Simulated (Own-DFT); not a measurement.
## Calculated data, Hf36O71 (tetragonal hafnia with one neutral oxygen vacancy, atoms displaced)

All values are calculated (Own-DFT development build). A calculation, not a measurement: plane-wave PBE and HSE06 DFT by an unreviewed code, no spin, of a simulated cell at Gamma alone, so results move with cell size and shape, stress positive in tension, energies less offsets, not probed for a lower state with spin; hafnium file: forces about 75 meV/angstrom off all-electron values; oxygen file: force components 24 meV/angstrom off all-electron in a glass; k mesh not checked against a denser one; forces and stress are PBE's, HSE06 gives the energy alone, and its difference from PBE has offsets of its own; offsets are fitted by least squares, one for each functional and potential file, so energies compare only between cells with the same atoms and settings and are not formation energies; the far tail of each file's local potential was reset to the Coulomb form; each entry is a single point on an unrelaxed cell, so the pressure reflects the starting lattice, taken from the Materials Project, from which strain is counted, and rises with the displacements; printed positions are rounded, which can move forces by about a meV/angstrom; the program is a retired in-house code; no spin-orbit coupling.

Settings shared by all entries: first functional PBE; second functional HSE06; exact exchange share 0.25; screening 0.11 1/bohr; exchange divergence Gygi-Baldereschi; potential files PseudoDojo norm-conserving, scalar-relativistic, made for PBE, standard set; wave cutoff 48 hartree; occupations fixed; k mesh 1 x 1 x 1 centred on Gamma.

(1) 
```cif
# cell vector a (Å): 10.7800 0.0000 0.0000
# cell vector b (Å): 0.0000 10.7800 0.0000
# cell vector c (Å): 0.0000 0.0000 10.4493
data_Hf36O71
_symmetry_space_group_name_H-M 'P 1'
_symmetry_Int_Tables_number 1
_cell_length_a 10.7800
_cell_length_b 10.7800
_cell_length_c 10.4493
_cell_angle_alpha 90.000
_cell_angle_beta 90.000
_cell_angle_gamma 90.000
_cell_volume 1214.30
loop_
_atom_site_label
_atom_site_type_symbol
_atom_site_fract_x
_atom_site_fract_y
_atom_site_fract_z
_atom_site_occupancy
Hf1 Hf 0.00317 0.99848 0.99863 1
Hf2 Hf 0.17118 0.17383 0.24850 1
O1 O 0.99809 0.17284 0.14753 1
O2 O 0.16301 0.00414 0.34833 1
O3 O 0.99783 0.16873 0.41602 1
O4 O 0.16403 0.00204 0.09515 1
Hf3 Hf 0.99377 0.00206 0.50036 1
Hf4 Hf 0.16686 0.16494 0.75100 1
O5 O 0.00039 0.16530 0.65440 1
O6 O 0.16403 0.00991 0.85816 1
O7 O 0.99636 0.16609 0.90838 1
O8 O 0.16232 0.99512 0.60026 1
Hf5 Hf 0.00161 0.34239 0.99902 1
Hf6 Hf 0.15989 0.50059 0.25740 1
O9 O 0.99898 0.50110 0.14958 1
O10 O 0.16788 0.33608 0.34518 1
O11 O 0.00360 0.49472 0.40062 1
O12 O 0.17226 0.33047 0.09241 1
Hf7 Hf 0.99691 0.33263 0.49827 1
Hf8 Hf 0.17108 0.50321 0.75901 1
O13 O 0.00521 0.50485 0.65615 1
O14 O 0.17274 0.33720 0.85578 1
O15 O 0.00045 0.49985 0.89843 1
O16 O 0.17264 0.32756 0.59718 1
Hf9 Hf 0.00145 0.66398 0.99395 1
Hf10 Hf 0.15818 0.83212 0.25428 1
O17 O 0.99965 0.83582 0.15060 1
O18 O 0.17156 0.65886 0.35332 1
O19 O 0.99208 0.84065 0.40477 1
O20 O 0.17336 0.66775 0.09614 1
Hf11 Hf 0.99272 0.66773 0.50145 1
Hf12 Hf 0.16359 0.83013 0.74682 1
O21 O 0.00019 0.83059 0.64956 1
O22 O 0.16632 0.67590 0.85231 1
O23 O 0.99858 0.83140 0.90145 1
O24 O 0.16239 0.66225 0.59960 1
Hf13 Hf 0.34040 0.00250 0.00189 1
Hf14 Hf 0.51235 0.15997 0.25059 1
O25 O 0.33100 0.16051 0.14961 1
O26 O 0.50096 0.00124 0.35305 1
O27 O 0.33389 0.16640 0.40096 1
O28 O 0.50312 0.00136 0.09730 1
Hf15 Hf 0.32853 0.99890 0.49155 1
Hf16 Hf 0.50212 0.17206 0.74978 1
O29 O 0.33383 0.16662 0.65046 1
O30 O 0.49637 0.00951 0.85240 1
O31 O 0.33922 0.16546 0.89901 1
O32 O 0.49657 0.00376 0.59207 1
Hf17 Hf 0.33538 0.33033 0.00149 1
Hf18 Hf 0.49889 0.50248 0.24802 1
O33 O 0.34249 0.49751 0.15042 1
O34 O 0.49837 0.33540 0.35431 1
O35 O 0.33962 0.50140 0.40520 1
O36 O 0.50956 0.33249 0.09561 1
Hf19 Hf 0.33365 0.33821 0.50593 1
Hf20 Hf 0.50155 0.49440 0.75174 1
O37 O 0.32547 0.49228 0.64974 1
O38 O 0.50053 0.33712 0.84663 1
O39 O 0.33432 0.50560 0.90566 1
O40 O 0.49862 0.33808 0.59818 1
Hf21 Hf 0.33432 0.67221 0.00055 1
Hf22 Hf 0.49840 0.83718 0.25000 1
O41 O 0.33825 0.83521 0.14423 1
O42 O 0.49781 0.66891 0.34384 1
O43 O 0.32462 0.83031 0.39570 1
O44 O 0.49407 0.66672 0.09480 1
Hf23 Hf 0.33071 0.66817 0.49515 1
Hf24 Hf 0.49836 0.82744 0.74909 1
O45 O 0.33135 0.82916 0.65212 1
O46 O 0.50212 0.67409 0.84431 1
O47 O 0.33392 0.84242 0.90105 1
O48 O 0.49848 0.66803 0.59145 1
Hf25 Hf 0.66048 0.00521 0.00055 1
Hf26 Hf 0.82702 0.16886 0.25229 1
O49 O 0.65879 0.17065 0.15559 1
O50 O 0.83359 0.98958 0.35657 1
O51 O 0.67166 0.16757 0.40907 1
O52 O 0.82845 0.00147 0.09946 1
Hf27 Hf 0.66648 0.00461 0.50618 1
Hf28 Hf 0.83505 0.15973 0.74897 1
O53 O 0.67019 0.16544 0.66190 1
O54 O 0.82535 0.00209 0.85215 1
O55 O 0.83404 0.00741 0.60680 1
Hf29 Hf 0.66375 0.33939 0.99743 1
Hf30 Hf 0.83319 0.50786 0.24675 1
O56 O 0.66929 0.50662 0.14897 1
O57 O 0.83083 0.33118 0.34406 1
O58 O 0.66561 0.49022 0.40296 1
O59 O 0.83237 0.33741 0.09613 1
Hf31 Hf 0.65728 0.33550 0.49654 1
Hf32 Hf 0.83178 0.49466 0.75444 1
O60 O 0.66321 0.50312 0.65072 1
O61 O 0.83932 0.32814 0.85470 1
O62 O 0.66639 0.50406 0.89926 1
O63 O 0.83932 0.32902 0.59900 1
Hf33 Hf 0.66564 0.66469 0.99667 1
Hf34 Hf 0.83261 0.82677 0.24747 1
O64 O 0.66596 0.84011 0.14468 1
O65 O 0.83742 0.66982 0.34468 1
O66 O 0.66931 0.83065 0.40265 1
O67 O 0.83136 0.66765 0.10311 1
Hf35 Hf 0.67323 0.67604 0.50610 1
Hf36 Hf 0.83040 0.83901 0.74476 1
O68 O 0.66014 0.84154 0.65662 1
O69 O 0.83262 0.66287 0.84632 1
O70 O 0.67307 0.83724 0.90626 1
O71 O 0.83173 0.66821 0.59566 1
_calc_PBE_energy_of_cell_above_offsets '-97.595'  # eV
_calc_HSE06_less_PBE_above_offsets '0.017'  # eV
_calc_PBE_pressure 1.87  # GPa
_calc_PBE_stress_xx -1.42  # GPa
_calc_PBE_stress_yy -2.05  # GPa
_calc_PBE_stress_zz -2.14  # GPa
_calc_PBE_stress_yz 1.03  # GPa
_calc_PBE_stress_xz 0.6  # GPa
_calc_PBE_stress_xy -0.01  # GPa
```

Force:
```csv
element,x (eV/Å),y (eV/Å),z (eV/Å)
Hf,-0.442,1.2,0.645
Hf,-0.689,-1.084,-0.676
O,-0.033,-0.018,1.909
O,0.039,-0.563,-0.305
O,-0.225,-0.43,-1.741
O,0.574,-0.511,0.825
Hf,1.036,0.613,0.394
Hf,0.238,0.544,-0.008
O,0.476,-0.131,0.414
O,-0.174,-1.635,-1.321
O,0.192,0.627,-0.628
O,0.579,0.077,-0.26
Hf,-0.465,-3.105,0.622
Hf,1.426,-0.476,-1.379
O,0.515,0.218,-0.067
O,0.023,-0.1,0.249
O,-0.5,1.459,-0.257
O,-0.612,0.362,1.012
Hf,0.821,-0.002,1.503
Hf,-0.312,-0.26,-0.961
O,-1.208,-0.152,0.013
O,-0.251,-0.404,-0.856
O,0.055,0.906,0.027
O,-1.967,0.111,0.035
Hf,0.004,1.011,0.713
Hf,1.384,0.911,-0.798
O,-0.082,-0.614,0.376
O,-0.953,1.565,-0.386
O,1.205,-2.325,-0.627
O,-1.623,-0.155,0.699
Hf,1.958,-0.365,0.288
Hf,0.695,1.792,0.17
O,-1.137,-0.125,0.104
O,-0.087,-1.495,-0.015
O,-0.313,0.105,-0.412
O,0.366,0.773,-0.254
Hf,-1.676,0.258,-0.414
Hf,-4.161,1.479,1.336
O,1.459,0.55,0.23
O,0.275,-0.706,-0.553
O,-0.385,0.094,0.091
O,-0.436,0.287,1.393
Hf,-0.324,1.04,1.165
Hf,-1.198,-1.343,0.288
O,0.03,-0.08,0.337
O,1.243,-1.189,-0.663
O,-0.188,1.141,0.332
O,0.265,-0.086,0.19
Hf,0.035,0.219,-0.171
Hf,0.271,-0.21,0.624
O,-1.735,-0.317,0.49
O,0.544,-1.023,-0.961
O,-0.261,-0.009,-0.376
O,-1.561,0.094,0.408
Hf,-0.357,-0.957,-0.939
Hf,-0.936,1.616,-1.046
O,1.518,0.596,0.88
O,0.409,-0.304,0.456
O,0.17,-0.386,-0.597
O,0.449,-0.168,1.081
Hf,-0.082,0.576,-0.184
Hf,0.382,-0.93,-0.733
O,-0.819,0.322,1.232
O,0.154,0.29,-0.126
O,0.26,0.73,-0.007
O,1.802,-0.001,-0.046
Hf,0.041,-0.347,0.798
Hf,-1.563,2.183,0.208
O,0.099,-0.095,-0.229
O,0.144,-1.886,0.457
O,0.146,-1.106,-0.449
O,0.484,0.26,0.425
Hf,1.907,-0.3,-0.878
Hf,1.901,-0.971,-0.911
O,3.057,-0.247,-1.029
O,-0.462,1.859,-0.563
O,-0.366,-0.509,-0.793
O,0.298,0.409,0.043
Hf,-0.366,-0.809,-0.287
Hf,1.17,1.346,1.286
O,-1.042,0.012,-0.553
O,0.091,-0.509,-0.656
O,-0.499,-1.045,-0.217
Hf,1.573,-1.234,0.009
Hf,-0.674,-1.971,-0.161
O,-0.496,0.213,0.174
O,0.36,0.809,0.012
O,0.654,2.899,-0.435
O,-0.544,0.133,0.105
Hf,1.338,0.271,0.622
Hf,0.654,-0.712,-0.806
O,0.86,-0.294,0.525
O,-0.867,1.053,-0.937
O,-0.211,-0.736,-0.51
O,-1.483,0.741,0.005
Hf,-0.14,1.653,0.852
Hf,-0.714,2.495,-1.03
O,-0.544,-0.752,1.477
O,0.096,-1.229,1.428
O,-0.188,0.697,0.294
O,0.654,-0.056,-0.873
Hf,-2.805,-1.784,-1.291
Hf,0.296,-0.084,2.141
O,1.511,-0.521,-1.033
O,0.104,0.597,-0.149
O,-0.383,-0.662,-0.624
O,0.255,0.305,0.789
```

(2) 
```cif
# cell vector a (Å): 10.7800 0.0000 0.0000
# cell vector b (Å): 0.0000 10.7800 0.0000
# cell vector c (Å): 0.0000 0.0000 10.4493
data_Hf36O71
_symmetry_space_group_name_H-M 'P 1'
_symmetry_Int_Tables_number 1
_cell_length_a 10.7800
_cell_length_b 10.7800
_cell_length_c 10.4493
_cell_angle_alpha 90.000
_cell_angle_beta 90.000
_cell_angle_gamma 90.000
_cell_volume 1214.30
loop_
_atom_site_label
_atom_site_type_symbol
_atom_site_fract_x
_atom_site_fract_y
_atom_site_fract_z
_atom_site_occupancy
Hf1 Hf 0.99965 0.99889 0.99758 1
Hf2 Hf 0.16420 0.16925 0.24808 1
O1 O 0.00357 0.16867 0.14771 1
O2 O 0.16327 0.99854 0.34825 1
O3 O 0.99755 0.16369 0.40339 1
O4 O 0.16989 0.99480 0.10001 1
Hf3 Hf 0.99671 0.00192 0.50404 1
Hf4 Hf 0.16464 0.17106 0.74889 1
O5 O 0.99704 0.16763 0.65691 1
O6 O 0.16634 0.00250 0.84941 1
O7 O 0.00260 0.16521 0.89993 1
O8 O 0.15800 0.00273 0.59207 1
Hf5 Hf 0.99591 0.33393 0.99731 1
Hf6 Hf 0.16147 0.49762 0.24595 1
O9 O 0.99834 0.50336 0.15271 1
O10 O 0.16706 0.33345 0.34863 1
O11 O 0.99555 0.50467 0.40387 1
O12 O 0.16298 0.32987 0.09859 1
Hf7 Hf 0.00106 0.33688 0.50141 1
Hf8 Hf 0.16855 0.49552 0.75124 1
O13 O 0.99926 0.50349 0.65669 1
O14 O 0.16686 0.33347 0.84331 1
O15 O 0.99996 0.50323 0.89986 1
O16 O 0.16978 0.32992 0.59087 1
Hf9 Hf 0.00351 0.66446 0.99682 1
Hf10 Hf 0.16501 0.83622 0.25130 1
O17 O 0.99744 0.83325 0.15574 1
O18 O 0.16304 0.66940 0.35319 1
O19 O 0.99547 0.82984 0.40345 1
O20 O 0.16504 0.66718 0.09715 1
Hf11 Hf 0.99619 0.66798 0.50008 1
Hf12 Hf 0.16979 0.83212 0.75449 1
O21 O 0.00492 0.83462 0.64741 1
O22 O 0.16491 0.67061 0.84729 1
O23 O 0.16820 0.66476 0.60085 1
Hf13 Hf 0.33462 0.99577 0.99960 1
Hf14 Hf 0.50522 0.16131 0.25388 1
O24 O 0.32953 0.16350 0.15190 1
O25 O 0.50420 0.99912 0.35169 1
O26 O 0.33340 0.16826 0.40606 1
O27 O 0.49845 0.00057 0.09456 1
Hf15 Hf 0.33396 0.00176 0.50029 1
Hf16 Hf 0.49802 0.17135 0.74600 1
O28 O 0.33029 0.16476 0.65044 1
O29 O 0.50241 0.00009 0.84861 1
O30 O 0.33047 0.16251 0.90468 1
O31 O 0.50309 0.00203 0.59769 1
Hf17 Hf 0.33364 0.33204 0.00264 1
Hf18 Hf 0.50005 0.49607 0.24809 1
O32 O 0.33354 0.49994 0.15126 1
O33 O 0.50286 0.33405 0.34607 1
O34 O 0.33738 0.50091 0.39999 1
O35 O 0.50057 0.33392 0.09570 1
Hf19 Hf 0.33126 0.33259 0.49817 1
Hf20 Hf 0.49870 0.50120 0.75259 1
O36 O 0.33442 0.50544 0.65424 1
O37 O 0.49842 0.33490 0.84219 1
O38 O 0.33348 0.49865 0.89771 1
O39 O 0.49494 0.33609 0.59835 1
Hf21 Hf 0.33414 0.66515 0.00839 1
Hf22 Hf 0.49740 0.83571 0.24873 1
O40 O 0.33772 0.83335 0.15623 1
O41 O 0.49690 0.66550 0.34904 1
O42 O 0.33742 0.83595 0.40099 1
O43 O 0.49724 0.66377 0.09830 1
Hf23 Hf 0.33342 0.66006 0.49996 1
Hf24 Hf 0.50261 0.83494 0.74949 1
O44 O 0.33430 0.83665 0.65075 1
O45 O 0.50621 0.66401 0.84760 1
O46 O 0.32896 0.83720 0.89892 1
O47 O 0.49745 0.66488 0.59942 1
Hf25 Hf 0.66280 0.00303 0.99855 1
Hf26 Hf 0.83327 0.16519 0.25332 1
O48 O 0.66546 0.16319 0.15639 1
O49 O 0.83624 0.99607 0.35188 1
O50 O 0.66906 0.16576 0.39801 1
O51 O 0.83616 0.99973 0.09887 1
Hf27 Hf 0.66609 0.99679 0.49784 1
Hf28 Hf 0.84028 0.16761 0.74541 1
O52 O 0.66117 0.16161 0.65012 1
O53 O 0.83311 0.00315 0.84844 1
O54 O 0.66791 0.16456 0.90029 1
O55 O 0.83175 0.00229 0.59671 1
Hf29 Hf 0.66885 0.33000 0.00299 1
Hf30 Hf 0.83286 0.49584 0.24838 1
O56 O 0.67143 0.50212 0.15654 1
O57 O 0.83876 0.33194 0.34599 1
O58 O 0.66131 0.49624 0.40227 1
O59 O 0.82930 0.33479 0.09696 1
Hf31 Hf 0.66405 0.33816 0.50355 1
Hf32 Hf 0.83077 0.50368 0.74977 1
O60 O 0.66646 0.49978 0.65596 1
O61 O 0.83205 0.32787 0.85323 1
O62 O 0.67314 0.49677 0.90442 1
O63 O 0.83960 0.33443 0.59996 1
Hf33 Hf 0.66891 0.66807 0.00115 1
Hf34 Hf 0.83447 0.83470 0.24594 1
O64 O 0.66602 0.83341 0.15500 1
O65 O 0.83481 0.66982 0.34573 1
O66 O 0.66602 0.83237 0.40832 1
O67 O 0.83398 0.66662 0.09986 1
Hf35 Hf 0.66609 0.66434 0.50319 1
Hf36 Hf 0.83353 0.83155 0.74297 1
O68 O 0.66633 0.83686 0.65596 1
O69 O 0.83142 0.66652 0.84962 1
O70 O 0.66916 0.83635 0.90310 1
O71 O 0.83550 0.67066 0.59265 1
_calc_PBE_energy_of_cell_above_offsets '-100.426'  # eV
_calc_HSE06_less_PBE_above_offsets '-0.128'  # eV
_calc_PBE_pressure 1.16  # GPa
_calc_PBE_stress_xx -2.11  # GPa
_calc_PBE_stress_yy 0.41  # GPa
_calc_PBE_stress_zz -1.79  # GPa
_calc_PBE_stress_yz -0.05  # GPa
_calc_PBE_stress_xz 0.03  # GPa
_calc_PBE_stress_xy -0.09  # GPa
```

Force:
```csv
element,x (eV/Å),y (eV/Å),z (eV/Å)
Hf,0.306,-0.496,0.038
Hf,0.273,-1.027,0.191
O,-0.998,0.078,0.377
O,0.227,0.569,-0.329
O,0.071,1.204,0.029
O,-0.721,-0.171,-0.359
Hf,0.071,-1.303,-1.321
Hf,0.492,-1.804,0.286
O,1.441,0.26,-1.213
O,-0.571,-0.296,-0.466
O,-0.048,0.716,0.242
O,1.866,0.384,0.752
Hf,-0.162,-0.681,-0.068
Hf,0.562,0.952,1.065
O,0.139,-0.562,-0.454
O,-0.211,0.476,-0.277
O,0.317,-1.333,-0.163
O,0.452,0.779,-0.419
Hf,-0.29,-0.164,-0.98
Hf,-0.035,2.18,-0.556
O,0.158,-0.524,-0.285
O,-0.111,-0.058,0.679
O,0.089,-0.986,0.358
O,-0.906,0.388,1.142
Hf,-0.782,1.373,0.23
Hf,-0.107,-0.043,0.597
O,0.911,0.015,-0.96
O,0.448,-0.848,-1.055
O,0.268,0.981,-0.047
O,0.465,-0.203,0.261
Hf,2.007,0.71,-0.483
Hf,0.027,0.605,-1.006
O,-0.975,-0.182,1.372
O,-0.409,-1.091,0.608
O,-0.176,-0.113,-0.293
Hf,-0.854,0.853,-0.094
Hf,-1.1,0.632,-0.124
O,0.879,0.524,0.584
O,-0.17,0.269,-0.452
O,0.221,-0.211,-0.575
O,0.295,0.03,0.924
Hf,-0.638,-0.923,0.491
Hf,0.246,-1.16,0.342
O,0.239,0.098,0.317
O,-0.119,0.195,-0.26
O,0.2,1.092,-0.151
O,-0.829,-0.238,-0.07
Hf,-0.032,-0.616,-0.371
Hf,0.19,1.007,0.553
O,-0.725,-0.156,-0.246
O,-0.061,-0.855,0.09
O,-0.316,-0.939,-0.002
O,-0.106,0.092,0.101
Hf,0.696,0.235,-0.535
Hf,-0.387,0.247,-0.112
O,-0.386,-0.507,-0.319
O,-0.035,-0.312,0.747
O,-0.241,0.299,0.939
O,0.724,-0.111,-0.286
Hf,-0.287,0.236,-1.328
Hf,0.663,-1.011,1.293
O,-1.008,-0.352,-0.974
O,0.445,0.011,-0.524
O,-0.142,-0.191,0.279
O,0.824,0.012,-0.057
Hf,-0.547,1.453,-0.121
Hf,-0.833,0.135,0.238
O,0.135,0.258,0.309
O,-0.135,0.759,0.334
O,0.515,-1.499,0.556
O,0.923,0.072,-0.015
Hf,0.983,-0.443,-0.333
Hf,0.573,-0.929,0.137
O,0.423,0.161,-0.693
O,-0.438,0.762,-0.674
O,-0.018,0.622,0.502
O,-0.522,0.273,-0.172
Hf,0.092,0.7,0.339
Hf,-2.518,-0.513,1.25
O,1.039,1.028,0.071
O,0.773,-0.868,-0.496
O,-0.479,0.781,0.604
O,-0.065,-0.138,0.617
Hf,-0.331,0.02,-1.278
Hf,0.369,1.437,0.761
O,-1.23,-0.145,-0.446
O,-0.185,0.155,0.309
O,0.558,0.628,0.473
O,1.005,-0.141,0.568
Hf,0.047,-1.402,-0.134
Hf,0.561,-1.038,0.978
O,0.196,-0.046,-0.765
O,0.457,0.967,-0.639
O,-0.192,0.186,0.286
O,-1.345,0.079,-0.203
Hf,0.127,0.124,-0.039
Hf,-0.067,-0.401,0.873
O,-0.423,-0.061,-0.326
O,-0.607,-1.139,0.017
O,-0.121,-0.663,-0.085
O,0.183,0.014,-0.829
Hf,-0.714,0.562,-1.214
Hf,0.8,0.989,1.149
O,0.048,-0.496,-0.55
O,0.268,0.505,-0.603
O,-0.179,-0.54,0.191
O,-1.401,-0.242,1.376
```

(3) 
```cif
# cell vector a (Å): 10.7800 0.0000 0.0000
# cell vector b (Å): 0.0000 10.7800 0.0000
# cell vector c (Å): 0.0000 0.0000 10.4493
data_Hf36O71
_symmetry_space_group_name_H-M 'P 1'
_symmetry_Int_Tables_number 1
_cell_length_a 10.7800
_cell_length_b 10.7800
_cell_length_c 10.4493
_cell_angle_alpha 90.000
_cell_angle_beta 90.000
_cell_angle_gamma 90.000
_cell_volume 1214.30
loop_
_atom_site_label
_atom_site_type_symbol
_atom_site_fract_x
_atom_site_fract_y
_atom_site_fract_z
_atom_site_occupancy
Hf1 Hf 0.00178 0.99801 0.99330 1
Hf2 Hf 0.16506 0.16602 0.25119 1
O1 O 0.99692 0.16857 0.15207 1
O2 O 0.17111 0.00189 0.34044 1
O3 O 0.00105 0.16651 0.40465 1
O4 O 0.16712 0.99774 0.10096 1
Hf3 Hf 0.99932 0.99353 0.49779 1
Hf4 Hf 0.16562 0.16860 0.74899 1
O5 O 0.99903 0.16434 0.65266 1
O6 O 0.16408 0.00173 0.84962 1
O7 O 0.99976 0.16522 0.90217 1
O8 O 0.16917 0.99883 0.59277 1
Hf5 Hf 0.00083 0.33119 0.00273 1
Hf6 Hf 0.16475 0.50336 0.25017 1
O9 O 0.99677 0.49945 0.15195 1
O10 O 0.16684 0.33660 0.34746 1
O11 O 0.99602 0.49977 0.40096 1
O12 O 0.16788 0.33301 0.09806 1
Hf7 Hf 0.99894 0.33889 0.49276 1
Hf8 Hf 0.16483 0.49944 0.75239 1
O13 O 0.00309 0.49647 0.64976 1
O14 O 0.16789 0.33263 0.85282 1
O15 O 0.99716 0.49305 0.90595 1
O16 O 0.16197 0.33469 0.59817 1
Hf9 Hf 0.99611 0.66488 0.00229 1
Hf10 Hf 0.16391 0.83768 0.24831 1
O17 O 0.16459 0.67338 0.34922 1
O18 O 0.99737 0.83061 0.39705 1
O19 O 0.16345 0.66786 0.09203 1
Hf11 Hf 0.99874 0.66712 0.50272 1
Hf12 Hf 0.16429 0.82871 0.75212 1
O20 O 0.99856 0.83334 0.65451 1
O21 O 0.16290 0.66983 0.84464 1
O22 O 0.00482 0.83274 0.89990 1
O23 O 0.16779 0.66982 0.59580 1
Hf13 Hf 0.33478 0.99981 0.99464 1
Hf14 Hf 0.49895 0.16641 0.25837 1
O24 O 0.33005 0.16940 0.15572 1
O25 O 0.49553 0.00536 0.34960 1
O26 O 0.33801 0.16436 0.40184 1
O27 O 0.49841 0.99801 0.10233 1
Hf15 Hf 0.33420 0.99948 0.50229 1
Hf16 Hf 0.49974 0.16353 0.74935 1
O28 O 0.33818 0.16241 0.65309 1
O29 O 0.50126 0.00043 0.84787 1
O30 O 0.33198 0.16433 0.89906 1
O31 O 0.49827 0.99771 0.59423 1
Hf17 Hf 0.33290 0.33426 0.00077 1
Hf18 Hf 0.50252 0.49792 0.25437 1
O32 O 0.33677 0.50218 0.15733 1
O33 O 0.49907 0.33524 0.34681 1
O34 O 0.33464 0.50237 0.40405 1
O35 O 0.50067 0.33455 0.09961 1
Hf19 Hf 0.33005 0.33217 0.50222 1
Hf20 Hf 0.49997 0.49881 0.74589 1
O36 O 0.33406 0.50560 0.65402 1
O37 O 0.49969 0.33218 0.84663 1
O38 O 0.33997 0.49293 0.90557 1
O39 O 0.50122 0.33429 0.59821 1
Hf21 Hf 0.33586 0.66790 0.99947 1
Hf22 Hf 0.50173 0.83307 0.24864 1
O40 O 0.33865 0.83287 0.15029 1
O41 O 0.49954 0.66147 0.34547 1
O42 O 0.33703 0.83221 0.40096 1
O43 O 0.49841 0.66452 0.09578 1
Hf23 Hf 0.33319 0.66242 0.50130 1
Hf24 Hf 0.50222 0.83175 0.74750 1
O44 O 0.32726 0.82853 0.64660 1
O45 O 0.50065 0.66615 0.85329 1
O46 O 0.33104 0.83720 0.90523 1
O47 O 0.50289 0.66262 0.59199 1
Hf25 Hf 0.66716 0.00058 0.99911 1
Hf26 Hf 0.83027 0.16487 0.25322 1
O48 O 0.66595 0.16622 0.14740 1
O49 O 0.82865 0.99660 0.34537 1
O50 O 0.66828 0.16417 0.40161 1
O51 O 0.82871 0.99700 0.10154 1
Hf27 Hf 0.66536 0.99660 0.49857 1
Hf28 Hf 0.83516 0.16917 0.74968 1
O52 O 0.66916 0.16363 0.65578 1
O53 O 0.83263 0.99572 0.84670 1
O54 O 0.67087 0.16552 0.89861 1
O55 O 0.83852 0.00271 0.60034 1
Hf29 Hf 0.66358 0.33225 0.99546 1
Hf30 Hf 0.83525 0.50086 0.25287 1
O56 O 0.66702 0.50138 0.15517 1
O57 O 0.83257 0.33325 0.34452 1
O58 O 0.66581 0.49888 0.39698 1
O59 O 0.83846 0.33882 0.09426 1
Hf31 Hf 0.66618 0.33248 0.50409 1
Hf32 Hf 0.83121 0.49462 0.74381 1
O60 O 0.66946 0.49831 0.65788 1
O61 O 0.83757 0.33160 0.84602 1
O62 O 0.66644 0.50365 0.90568 1
O63 O 0.83703 0.33563 0.59761 1
Hf33 Hf 0.66434 0.66373 0.99566 1
Hf34 Hf 0.83429 0.83172 0.24820 1
O64 O 0.67040 0.83618 0.14908 1
O65 O 0.83239 0.66565 0.34705 1
O66 O 0.66385 0.83201 0.40640 1
O67 O 0.83291 0.66903 0.10289 1
Hf35 Hf 0.66648 0.66430 0.50132 1
Hf36 Hf 0.82579 0.82835 0.74816 1
O68 O 0.66612 0.83365 0.65437 1
O69 O 0.83467 0.66718 0.84602 1
O70 O 0.66488 0.83132 0.89959 1
O71 O 0.83613 0.67006 0.59428 1
_calc_PBE_energy_of_cell_above_offsets '-100.602'  # eV
_calc_HSE06_less_PBE_above_offsets '-0.114'  # eV
_calc_PBE_pressure 1.01  # GPa
_calc_PBE_stress_xx -0.28  # GPa
_calc_PBE_stress_yy -1.12  # GPa
_calc_PBE_stress_zz -1.61  # GPa
_calc_PBE_stress_yz 0.27  # GPa
_calc_PBE_stress_xz -0.03  # GPa
_calc_PBE_stress_xy 0.05  # GPa
```

Force:
```csv
element,x (eV/Å),y (eV/Å),z (eV/Å)
Hf,-0.378,0.082,0.903
Hf,-0.231,0.449,-0.881
O,0.249,-0.145,0.385
O,-0.357,-0.569,1.029
O,-0.104,-0.269,-0.122
O,-0.356,-0.37,-0.778
Hf,0.098,1.019,0.63
Hf,-0.362,-0.491,0.276
O,0.609,0.224,0.217
O,0.092,-0.134,-0.568
O,-0.003,0.28,-0.224
O,-0.813,0.219,0.195
Hf,0.02,-0.45,0.18
Hf,0.559,0.291,-0.501
O,1.077,0.32,0.31
O,0.057,-0.08,0.372
O,0.234,0.844,-0.166
O,-0.122,0.389,0.239
Hf,0.263,-1.472,0.566
Hf,-0.145,-0.189,0.292
O,-0.521,0.571,0.17
O,0.152,0.184,-0.92
O,0.434,1.333,-0.72
O,1.132,-0.182,0.077
Hf,-0.154,-0.022,-0.34
Hf,0.497,-0.244,-0.746
O,0.011,-1.174,-0.425
O,0.107,0.379,0.08
O,0.363,0.108,0.433
Hf,1.058,0.312,-0.738
Hf,-0.065,1.358,-0.596
O,-0.01,-0.174,-0.569
O,0.484,-1.827,0.314
O,-0.251,-0.393,0.98
O,-0.821,-0.542,0.252
Hf,-0.224,0.447,1.617
Hf,-0.321,0.296,-1.887
O,0.627,-0.076,-0.066
O,0.759,-1.427,0.183
O,-0.483,1.154,0.691
O,0.266,0.217,-0.741
Hf,-0.291,-0.871,-1.036
Hf,0.448,0.311,0.53
O,-0.992,0.583,-0.394
O,-0.078,-0.594,-0.315
O,0.301,0.549,0.174
O,0.812,-0.211,0.891
Hf,0.172,-1.103,0.872
Hf,0.115,0.269,-1.225
O,-1.219,0.044,-0.23
O,0.099,-0.729,1.105
O,-0.438,-1.16,0.363
O,0.052,-0.067,-0.637
Hf,0.05,-0.047,-0.842
Hf,-0.534,-0.093,1.381
O,-0.368,-0.397,0.092
O,0.522,-0.055,-0.304
O,-0.427,1.768,-0.601
O,-0.308,0.241,-0.036
Hf,-0.046,-0.132,0.68
Hf,-0.418,0.086,-0.031
O,-0.951,-0.428,0.243
O,0.339,1.131,0.277
O,0.179,0.043,0.264
O,0.596,0.319,0.006
Hf,-0.254,1.581,-0.809
Hf,-1.187,0.279,0.567
O,1.553,0.129,1.149
O,-0.375,0.09,-1.382
O,0.14,-1.058,-0.984
O,-0.009,0.05,1.217
Hf,0.068,-0.172,0.677
Hf,0.223,-0.196,-1.192
O,0.084,0.232,0.6
O,0.19,0.257,0.678
O,-0.14,0.643,0.449
O,1.283,-0.073,-0.717
Hf,0.773,0.557,0.218
Hf,0.448,-1.442,0.308
O,-0.602,0.39,-0.814
O,-0.015,0.223,0.061
O,-0.256,0.297,0.294
O,-1.116,-0.516,-0.929
Hf,0.497,-0.183,1.335
Hf,-0.852,-0.106,-1.128
O,0.248,0.025,-0.309
O,0.049,-0.212,0.69
O,0.211,-0.258,1.739
O,-1.649,-0.277,0.005
Hf,0.325,-0.271,-1.136
Hf,1.931,0.139,1.8
O,-0.742,0.082,-1.205
O,-0.67,0.683,-0.306
O,0.11,-1.333,-0.988
O,-0.897,0.138,-0.17
Hf,0.152,0.848,1.58
Hf,0.484,-0.067,-0.853
O,-0.974,-0.368,0.549
O,-0.097,0.282,0.523
O,-0.225,-0.321,-0.096
O,0.126,0.275,-0.706
Hf,0.28,0.04,-1.644
Hf,1.677,1.154,0.881
O,-0.587,-0.131,-0.875
O,-0.068,-0.824,-0.089
O,-0.126,0.092,-0.207
O,-1.051,-0.373,0.589
```
